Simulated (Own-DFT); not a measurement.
Simulation results for Si₂₃GeO₄₈ (quartz with substituted atoms, atoms displaced)

Computed with Own-DFT development build. A calculation, not a measurement: plane-wave PBE and HSE06 DFT by an unreviewed code, no spin, of a simulated cell at Gamma alone, so results move with cell size and shape, stress positive in tension, energies less offsets, not probed for a lower state with spin; oxygen file: force components 24 meV/angstrom off all-electron in a glass; k mesh not checked against a denser one; forces and stress are PBE's, HSE06 gives the energy alone, and its difference from PBE has offsets of its own; offsets are fitted by least squares, one for each functional and potential file, so energies compare only between cells with the same atoms and settings and are not formation energies; the far tail of each file's local potential was reset to the Coulomb form; each entry is a single point on an unrelaxed cell, so the pressure reflects the starting lattice, mostly measured values (interpolated for alloys), from which strain is counted, and rises with the displacements; printed positions are rounded, which can move forces by about a meV/angstrom; the program, named Own-DFT, is a retired in-house code; no spin-orbit coupling.

Settings shared by all entries: first functional PBE; second functional HSE06; exact exchange share 0.25; screening 0.11 1/bohr; exchange divergence Gygi-Baldereschi; potential files PseudoDojo norm-conserving, scalar-relativistic, made for PBE, standard set; wave cutoff 48 hartree; occupations fixed; k mesh 1 x 1 x 1 centred on Gamma.

(1) Si₂₃GeO₄₈ (quartz with substituted atoms, atoms displaced)

```cif
# cell vector a (Å): 9.8268 0.0000 0.0000
# cell vector b (Å): -4.9134 8.5103 0.0000
# cell vector c (Å): 0.0000 0.0000 10.8104
data_Si23GeO48
_symmetry_space_group_name_H-M 'P 1'
_symmetry_Int_Tables_number 1
_cell_length_a 9.8268
_cell_length_b 9.8268
_cell_length_c 10.8104
_cell_angle_alpha 90.000
_cell_angle_beta 90.000
_cell_angle_gamma 120.000
_cell_volume 904.06
loop_
_atom_site_label
_atom_site_type_symbol
_atom_site_fract_x
_atom_site_fract_y
_atom_site_fract_z
_atom_site_occupancy
Si1 Si 0.22792 0.00295 0.99093 1
Si2 Si 0.01591 0.24520 0.33375 1
Si3 Si 0.26118 0.25937 0.17253 1
O1 O 0.20664 0.13700 0.06013 1
O2 O 0.42630 0.29093 0.22575 1
O3 O 0.36555 0.07125 0.39457 1
O4 O 0.06865 0.36562 0.43759 1
O5 O 0.13284 0.21090 0.26913 1
O6 O 0.28388 0.42154 0.10599 1
Si4 Si 0.23761 0.00966 0.50776 1
Si5 Si 0.99974 0.23986 0.83773 1
Si6 Si 0.26741 0.26278 0.66410 1
O7 O 0.20926 0.13639 0.55921 1
O8 O 0.43254 0.30015 0.72916 1
O9 O 0.37015 0.07212 0.90799 1
O10 O 0.07391 0.35935 0.94827 1
O11 O 0.12680 0.19928 0.77960 1
O12 O 0.29933 0.43755 0.60958 1
Si7 Si 0.22907 0.49551 0.00224 1
Si8 Si 0.00551 0.73413 0.33372 1
Si9 Si 0.25539 0.75333 0.16889 1
O13 O 0.20780 0.63670 0.06419 1
O14 O 0.42175 0.79725 0.22501 1
O15 O 0.35709 0.57390 0.39570 1
O16 O 0.08053 0.86631 0.43367 1
O17 O 0.13168 0.70257 0.27168 1
O18 O 0.28683 0.93972 0.10490 1
Si10 Si 0.23653 0.49869 0.50583 1
Si11 Si 0.99429 0.73090 0.83579 1
Si12 Si 0.26572 0.76303 0.66368 1
O19 O 0.20972 0.63248 0.56999 1
O20 O 0.43373 0.78729 0.72554 1
O21 O 0.35550 0.56486 0.89400 1
O22 O 0.06992 0.86756 0.94362 1
O23 O 0.12757 0.69538 0.78006 1
O24 O 0.30267 0.93051 0.59695 1
Si13 Si 0.73642 0.99416 0.99998 1
Si14 Si 0.49061 0.23379 0.32409 1
Si15 Si 0.76851 0.26936 0.16664 1
O25 O 0.70651 0.12944 0.06037 1
O26 O 0.92176 0.28292 0.22707 1
O27 O 0.86633 0.06905 0.38576 1
O28 O 0.56183 0.36530 0.43606 1
O29 O 0.62750 0.19876 0.27427 1
O30 O 0.79784 0.42719 0.10302 1
Si16 Si 0.72038 0.99471 0.50159 1
Si17 Si 0.51172 0.23912 0.83625 1
Si18 Si 0.76407 0.26769 0.66945 1
O31 O 0.70983 0.13347 0.55629 1
O32 O 0.92317 0.29245 0.73357 1
O33 O 0.87337 0.07827 0.89069 1
O34 O 0.56555 0.35684 0.93184 1
O35 O 0.63221 0.20628 0.77043 1
O36 O 0.79914 0.42604 0.61269 1
Si19 Si 0.74609 0.49911 0.99750 1
Si20 Si 0.50111 0.73377 0.32592 1
Ge1 Ge 0.76230 0.76011 0.16554 1
O37 O 0.70814 0.64172 0.05506 1
O38 O 0.92344 0.78349 0.22496 1
O39 O 0.87060 0.57672 0.39283 1
O40 O 0.57958 0.87183 0.43251 1
O41 O 0.63317 0.70284 0.27668 1
O42 O 0.79803 0.92992 0.10845 1
Si21 Si 0.72468 0.49688 0.50056 1
Si22 Si 0.50553 0.72941 0.83910 1
Si23 Si 0.77018 0.76235 0.66094 1
O43 O 0.70727 0.62521 0.55484 1
O44 O 0.93336 0.80068 0.72422 1
O45 O 0.87558 0.57634 0.89302 1
O46 O 0.57881 0.87012 0.93519 1
O47 O 0.63499 0.71191 0.77663 1
O48 O 0.80589 0.93039 0.60180 1
```

- PBE energy of cell above offsets: -14.124 eV
- HSE06 less PBE above offsets: -0.206 eV
- PBE pressure: 11.87 GPa
- PBE stress xx: -11.1 GPa
- PBE stress yy: -11.12 GPa
- PBE stress zz: -13.4 GPa
- PBE stress yz: -4.47 GPa
- PBE stress xz: 0.97 GPa
- PBE stress xy: 1.44 GPa

Force:
```csv
element,x (eV/Å),y (eV/Å),z (eV/Å)
Si,-0.191,0.148,5.212
Si,-6.231,-5.41,-0.142
Si,1.033,1.618,-5.129
O,-0.91,0.315,-0.227
O,-3.334,2.223,-3.9
O,-0.378,0.96,-0.28
O,1.156,3.679,3.744
O,1.565,-1.509,1.537
O,1.64,-0.511,2.214
Si,1.875,-4.353,-5.635
Si,1.406,-0.675,-0.853
Si,-1.619,2.6,4.32
O,-2.579,1.753,0.43
O,-0.354,-0.751,-0.615
O,3.625,3.465,-5.523
O,-1.908,-0.05,0.026
O,2.39,1.094,-2.589
O,2.278,-3.168,2.397
Si,0.21,1.748,0.707
Si,-2.026,0.173,-0.8
Si,-0.662,7.396,-1.169
O,0.339,-3.647,-3.711
O,2.1,-0.2,0.838
O,1.64,1.538,-1.904
O,0.177,2.436,2.55
O,-0.285,-1.478,1.579
O,1.772,-3.961,2.587
Si,-3.037,0.495,-1.97
Si,2.571,5.094,-2.048
Si,0.398,3.099,5.087
O,-0.377,-3.239,-3.481
O,-1.78,0.153,-0.508
O,1.471,1.608,-0.997
O,-2.296,-2.78,-2.234
O,0.942,1.349,-1.605
O,1.211,-1.764,2.899
Si,0.428,2.989,-0.392
Si,5.048,-2.902,5.28
Si,-0.003,-4.036,1.06
O,-0.248,0.795,0.03
O,0.64,1.431,-0.217
O,-0.215,0.865,1.174
O,0.535,0.627,0.487
O,0.125,1.239,-0.937
O,0.388,0.575,0.688
Si,7.162,2.546,-1.199
Si,-4.073,-7.619,-4.603
Si,2.554,-2.506,-1.495
O,-2.007,2.772,2.435
O,-0.702,0.921,-1.089
O,-1.62,-3.008,1.963
O,2.416,9.164,8.153
O,0.84,-1.316,0.42
O,-2.489,2.991,-2.662
Si,-5.313,0.491,-0.416
Si,-2.647,0.204,1.787
Ge,0.238,3.315,2.468
O,1.756,-8.045,-7.802
O,4.94,0.825,1.982
O,-1.419,-2.477,1.792
O,-2.886,-3.97,-1.922
O,-2.321,-2.121,2.97
O,-0.847,3.048,-1.033
Si,5.938,-4.68,-3.369
Si,-4.515,-0.615,-0.429
Si,-2.107,1.253,0.963
O,-3.849,5.084,3.529
O,0.436,-0.784,0.379
O,-1.474,-4.024,1.317
O,-0.723,-0.571,0.787
O,5.077,-0.847,-2.841
O,-0.895,-1.06,-0.067
```

(2) Si₂₃GeO₄₈ (quartz with substituted atoms, atoms displaced)

```cif
# cell vector a (Å): 9.8268 0.0000 0.0000
# cell vector b (Å): -4.9134 8.5103 0.0000
# cell vector c (Å): 0.0000 0.0000 10.8104
data_Si23GeO48
_symmetry_space_group_name_H-M 'P 1'
_symmetry_Int_Tables_number 1
_cell_length_a 9.8268
_cell_length_b 9.8268
_cell_length_c 10.8104
_cell_angle_alpha 90.000
_cell_angle_beta 90.000
_cell_angle_gamma 120.000
_cell_volume 904.06
loop_
_atom_site_label
_atom_site_type_symbol
_atom_site_fract_x
_atom_site_fract_y
_atom_site_fract_z
_atom_site_occupancy
Si1 Si 0.23454 0.98918 0.99453 1
Si2 Si 0.99114 0.22597 0.33361 1
Si3 Si 0.27021 0.26780 0.16568 1
O1 O 0.20253 0.12453 0.06367 1
O2 O 0.43106 0.29376 0.22131 1
O3 O 0.35805 0.07134 0.38740 1
O4 O 0.07440 0.36694 0.44349 1
O5 O 0.12860 0.20032 0.27810 1
O6 O 0.29609 0.42909 0.11053 1
Si4 Si 0.24330 0.00626 0.50713 1
Si5 Si 0.00406 0.23783 0.83920 1
Si6 Si 0.26365 0.26729 0.66653 1
O7 O 0.19688 0.12131 0.55362 1
O8 O 0.42244 0.28797 0.72777 1
O9 O 0.35162 0.07047 0.89037 1
O10 O 0.06682 0.35622 0.93252 1
O11 O 0.13823 0.21677 0.78440 1
O12 O 0.29842 0.43441 0.61633 1
Si7 Si 0.23970 0.50427 0.99198 1
Si8 Si 0.99059 0.73534 0.32664 1
Si9 Si 0.27202 0.77253 0.17089 1
O13 O 0.20622 0.63111 0.06113 1
O14 O 0.43206 0.79756 0.22650 1
O15 O 0.37181 0.57993 0.39824 1
O16 O 0.07538 0.86818 0.44061 1
O17 O 0.14268 0.70941 0.26305 1
O18 O 0.29995 0.93251 0.11245 1
Si10 Si 0.23965 0.50257 0.49868 1
Si11 Si 0.00660 0.73993 0.82945 1
Si12 Si 0.26393 0.76966 0.65630 1
O19 O 0.20059 0.62615 0.55254 1
O20 O 0.43677 0.80316 0.72780 1
O21 O 0.36251 0.57789 0.88367 1
O22 O 0.07418 0.86795 0.93372 1
O23 O 0.13573 0.71395 0.77257 1
O24 O 0.28809 0.92461 0.60777 1
Si13 Si 0.72881 0.98804 0.00176 1
Si14 Si 0.50236 0.23056 0.32927 1
Si15 Si 0.76606 0.27549 0.16441 1
O25 O 0.71463 0.13465 0.07064 1
O26 O 0.92828 0.29650 0.22630 1
O27 O 0.87716 0.08218 0.39718 1
O28 O 0.57349 0.37271 0.44226 1
O29 O 0.63715 0.20196 0.27275 1
O30 O 0.78875 0.42675 0.11029 1
Si16 Si 0.73839 0.00253 0.49078 1
Ge1 Ge 0.50233 0.24343 0.82556 1
Si17 Si 0.76265 0.26393 0.66465 1
O31 O 0.70635 0.14182 0.57086 1
O32 O 0.92320 0.29142 0.72670 1
O33 O 0.87037 0.07768 0.89373 1
O34 O 0.56625 0.36845 0.94042 1
O35 O 0.62819 0.19668 0.77023 1
O36 O 0.79006 0.42080 0.60693 1
Si18 Si 0.72657 0.50179 0.00227 1
Si19 Si 0.50031 0.73009 0.33779 1
Si20 Si 0.76768 0.77759 0.16895 1
O37 O 0.70881 0.63456 0.05874 1
O38 O 0.92715 0.79780 0.22551 1
O39 O 0.86991 0.57141 0.38428 1
O40 O 0.57728 0.87077 0.43894 1
O41 O 0.62816 0.69821 0.27866 1
O42 O 0.80221 0.92907 0.10589 1
Si21 Si 0.73492 0.50771 0.49683 1
Si22 Si 0.50072 0.73596 0.83665 1
Si23 Si 0.75922 0.76083 0.66136 1
O43 O 0.69548 0.63114 0.56498 1
O44 O 0.92251 0.79300 0.72346 1
O45 O 0.86345 0.57053 0.88787 1
O46 O 0.57029 0.86735 0.94485 1
O47 O 0.63630 0.70256 0.77728 1
O48 O 0.78947 0.92782 0.60265 1
```

- PBE energy of cell above offsets: -14.287 eV
- HSE06 less PBE above offsets: -0.117 eV
- PBE pressure: 11.14 GPa
- PBE stress xx: -9.3 GPa
- PBE stress yy: -13.83 GPa
- PBE stress zz: -10.27 GPa
- PBE stress yz: 1.2 GPa
- PBE stress xz: 0.02 GPa
- PBE stress xy: 0.74 GPa

Force:
```csv
element,x (eV/Å),y (eV/Å),z (eV/Å)
Si,-1.571,2.134,4.372
Si,3.084,8.642,-3.14
Si,-1.976,-3.04,0.221
O,0.204,0.135,-0.026
O,1.428,0.326,0.91
O,1.163,0.492,0.288
O,0.214,-0.83,-0.798
O,1.572,0.639,-1.397
O,-0.918,1.413,-2.066
Si,-0.768,-3.264,-5.848
Si,-3.634,-5.572,-7.744
Si,-1.091,-1.952,0.4
O,-3.169,5.819,4.201
O,-8.221,3.39,-9.473
O,2.171,0.466,-2.273
O,1.68,9.942,8.901
O,3.833,-0.567,-3.011
O,-0.289,0.461,-1.432
Si,-2.153,-2.39,2.928
Si,6.296,1.654,2.665
Si,2.546,-0.47,-4.462
O,0.441,0.543,-0.402
O,2.162,-0.219,1.251
O,0.247,-2.083,0.12
O,0.152,-1.081,-0.794
O,-6.662,-1.833,5.458
O,-0.328,0.799,-1.521
Si,-0.514,-3.317,1.074
Si,-4.072,-2.496,-0.02
Si,3.263,-4.572,3.8
O,-1.474,3.449,2.111
O,-2.193,-0.358,-1.542
O,0.063,-2.001,0.404
O,-1.062,-0.417,1.123
O,3.298,-0.377,-2.198
O,0.812,2.42,0.325
Si,1.127,6.628,-0.473
Si,-0.939,1.283,1.108
Si,3.391,-3.604,2.013
O,0.369,-2.457,-2.317
O,-0.216,0.128,0.334
O,-1.813,-5.883,1.961
O,-0.704,-2.057,-1.934
O,-1.057,-0.11,1.249
O,-1.911,3.85,-2.036
Si,-1.917,1.715,5.171
Ge,5.008,-4.982,6.998
Si,1.363,3.68,5.948
O,1.981,-8.474,-8.642
O,1.27,0.081,0.819
O,-1.642,-3.229,1.832
O,-0.079,2.83,3.516
O,2.766,-0.796,-0.415
O,-2.127,4.032,-2.247
Si,3.568,-1.157,-2.765
Si,-1.331,3.377,-2.201
Si,0.619,-5.905,0.776
O,-2.367,3.714,2.655
O,-1.561,1.105,-1.878
O,-1.586,-1.398,1.638
O,-1.035,-0.737,-0.754
O,2.552,0.74,-1.726
O,-0.778,2.246,-0.553
Si,2.337,-1.488,1.211
Si,1.368,1.797,-2.924
Si,0.05,4.061,3.765
O,0.558,-3.004,-3.671
O,0.701,0.153,-0.139
O,-0.417,0.232,0.988
O,-1.297,-1.926,-0.461
O,-1.246,0.305,0.601
O,0.459,-0.631,0.153
```

(3) Si₂₃GeO₄₈ (quartz with substituted atoms, atoms displaced)

```cif
# cell vector a (Å): 9.8268 0.0000 0.0000
# cell vector b (Å): -4.9134 8.5103 0.0000
# cell vector c (Å): 0.0000 0.0000 10.8104
data_Si23GeO48
_symmetry_space_group_name_H-M 'P 1'
_symmetry_Int_Tables_number 1
_cell_length_a 9.8268
_cell_length_b 9.8268
_cell_length_c 10.8104
_cell_angle_alpha 90.000
_cell_angle_beta 90.000
_cell_angle_gamma 120.000
_cell_volume 904.06
loop_
_atom_site_label
_atom_site_type_symbol
_atom_site_fract_x
_atom_site_fract_y
_atom_site_fract_z
_atom_site_occupancy
Si1 Si 0.23679 0.99852 0.00318 1
Si2 Si 0.99931 0.23603 0.33175 1
Si3 Si 0.26118 0.26075 0.16339 1
O1 O 0.20527 0.13815 0.05300 1
O2 O 0.43420 0.29760 0.22521 1
O3 O 0.36361 0.07145 0.39194 1
O4 O 0.07189 0.36234 0.44020 1
O5 O 0.13022 0.20670 0.27534 1
O6 O 0.29389 0.42736 0.09661 1
Si4 Si 0.23618 0.99546 0.50465 1
Si5 Si 0.00611 0.23676 0.83123 1
Si6 Si 0.26367 0.26555 0.67662 1
O7 O 0.20957 0.13729 0.56020 1
O8 O 0.43269 0.29072 0.72856 1
O9 O 0.37522 0.07458 0.89664 1
O10 O 0.07048 0.36793 0.93517 1
O11 O 0.13254 0.20694 0.77381 1
O12 O 0.28789 0.42004 0.60655 1
Si7 Si 0.23134 0.49972 0.00431 1
Si8 Si 0.99085 0.73873 0.33381 1
Si9 Si 0.27370 0.76316 0.16388 1
O13 O 0.20297 0.62293 0.05776 1
O14 O 0.43440 0.79406 0.22760 1
O15 O 0.36409 0.57448 0.38701 1
O16 O 0.08745 0.87747 0.43680 1
O17 O 0.12694 0.69680 0.27509 1
O18 O 0.28903 0.92303 0.11186 1
Si10 Si 0.23405 0.49898 0.50425 1
Si11 Si 0.99961 0.72760 0.83306 1
Si12 Si 0.25751 0.76068 0.65626 1
O19 O 0.20934 0.62870 0.56467 1
O20 O 0.42493 0.80094 0.72317 1
O21 O 0.36686 0.57969 0.90249 1
O22 O 0.06509 0.86214 0.94184 1
O23 O 0.14062 0.71241 0.77359 1
O24 O 0.29232 0.91685 0.61452 1
Si13 Si 0.74034 0.00134 0.00629 1
Si14 Si 0.50923 0.23776 0.32672 1
Si15 Si 0.77958 0.27033 0.15971 1
O25 O 0.70866 0.13656 0.05692 1
O26 O 0.92792 0.30079 0.21938 1
O27 O 0.86672 0.06543 0.38677 1
O28 O 0.57823 0.37056 0.44207 1
O29 O 0.63328 0.21342 0.27770 1
O30 O 0.79626 0.43566 0.10260 1
Si16 Si 0.72098 0.00234 0.50734 1
Si17 Si 0.50364 0.24266 0.83226 1
Si18 Si 0.76274 0.26595 0.66652 1
O31 O 0.70667 0.13903 0.55724 1
O32 O 0.93014 0.29114 0.73067 1
O33 O 0.86285 0.07411 0.90083 1
O34 O 0.57380 0.35958 0.93506 1
O35 O 0.62723 0.20817 0.77190 1
O36 O 0.79294 0.42865 0.60055 1
Si19 Si 0.73167 0.49626 0.99587 1
Si20 Si 0.49973 0.73685 0.33658 1
Si21 Si 0.76876 0.76548 0.16888 1
O37 O 0.70151 0.62518 0.06667 1
O38 O 0.92777 0.79272 0.22485 1
O39 O 0.86480 0.56768 0.38432 1
O40 O 0.58402 0.87479 0.43678 1
O41 O 0.62626 0.70523 0.26871 1
O42 O 0.79139 0.92893 0.10668 1
Ge1 Ge 0.73832 0.49484 0.49705 1
Si22 Si 0.50352 0.74163 0.84241 1
Si23 Si 0.76675 0.76924 0.67085 1
O43 O 0.71023 0.63711 0.56028 1
O44 O 0.91195 0.78397 0.72916 1
O45 O 0.86753 0.57529 0.89242 1
O46 O 0.56993 0.86543 0.93591 1
O47 O 0.63024 0.70765 0.76758 1
O48 O 0.78214 0.92369 0.60556 1
```

## Withheld values
1. Give the missing PBE stress zz for Si₂₃GeO₄₈ (quartz with substituted atoms, atoms displaced) (entry 3).
2. Estimate the PBE stress yy of Si₂₃GeO₄₈ (quartz with substituted atoms, atoms displaced) (entry 3).

Calculated values
1. -12.98 GPa
2. -12.27 GPa

Further results for Si₂₃GeO₄₈ (quartz with substituted atoms, atoms displaced) (entry 3):

* PBE energy of cell above offsets: -14.041 eV
* HSE06 less PBE above offsets: -0.404 eV
* PBE pressure: 13 GPa
* PBE stress xx: -13.74 GPa
* PBE stress yz: -1.93 GPa
* PBE stress xz: -3.14 GPa
* PBE stress xy: 2.3 GPa

Force:
```csv
element,x (eV/Å),y (eV/Å),z (eV/Å)
Si,-0.646,-0.235,-2.23
Si,-1.529,-1.385,0.547
Si,0.862,2.317,1.682
O,0.361,-1.337,-0.398
O,-2.711,-0.06,-1.855
O,1.048,1.097,-0.153
O,-0.188,1.237,0.845
O,2.23,0.161,-1.96
O,2.684,-3.037,3.906
Si,1.686,4.113,0.813
Si,-2.772,-1.894,3.288
Si,3.323,-0.234,-4.239
O,0.536,-0.457,1.133
O,-4.316,1.369,-3.24
O,-0.889,-0.41,0.587
O,0.377,0.914,1.188
O,0.851,-1.558,1.345
O,0.486,0.533,0.866
Si,0.981,-2.691,-4.946
Si,5.367,-0.993,1.142
Si,-2.856,-1.789,2.213
O,-3.643,5.231,3.325
O,-1.706,0.889,-1.849
O,-1.149,-1.489,2.165
O,-3.11,-3.801,-1.609
O,0.54,1.18,-1.064
O,0.292,0.486,-0.19
Si,1.309,-1.508,-3.15
Si,-0.333,3.072,-0.986
Si,4.109,-1.957,7.33
O,-1.247,-1.947,-2.588
O,1.413,-1.068,1.322
O,0.893,0.191,-1.442
O,1.112,1.018,0.443
O,-1.182,-1.044,0.388
O,-3.361,7.09,-4.127
Si,-3.875,-0.445,-2.974
Si,-7.141,0.061,5.546
Si,-7.593,0.326,-0.545
O,-0.672,-0.105,0.185
O,5.706,0.604,3.213
O,-1.608,0.626,1.331
O,-6.101,-7.447,-4.58
O,9.049,-0.643,-4.813
O,1.865,-2.312,1.696
Si,6.547,0.13,-2.139
Si,0.229,-5.503,0.531
Si,0.817,1.164,1.339
O,-2.015,2.246,0.981
O,-3.304,0.423,-2.97
O,2.434,1.85,-2.851
O,0.039,3.968,3.969
O,3.317,-0.191,-1.595
O,7.761,-5.086,9.645
Si,-0.686,1.459,0.347
Si,1.529,0.044,0.12
Si,-2.824,-0.753,-0.946
O,-0.128,0.42,-0.75
O,-0.655,1.603,-1.229
O,2.544,2.358,-3.313
O,-3.183,-3.066,-1.549
O,1.506,0.097,0.033
O,2.637,-2.27,3.208
Ge,-3.551,7.421,-1.9
Si,-1.727,-4.874,-7.948
Si,-3.325,-1.371,-3.994
O,-1.343,1.95,0.716
O,5.778,0.913,2.567
O,-0.661,-2.417,0.469
O,1.464,6.579,6.357
O,-2.077,-0.732,2.556
O,0.423,0.973,0.783
```
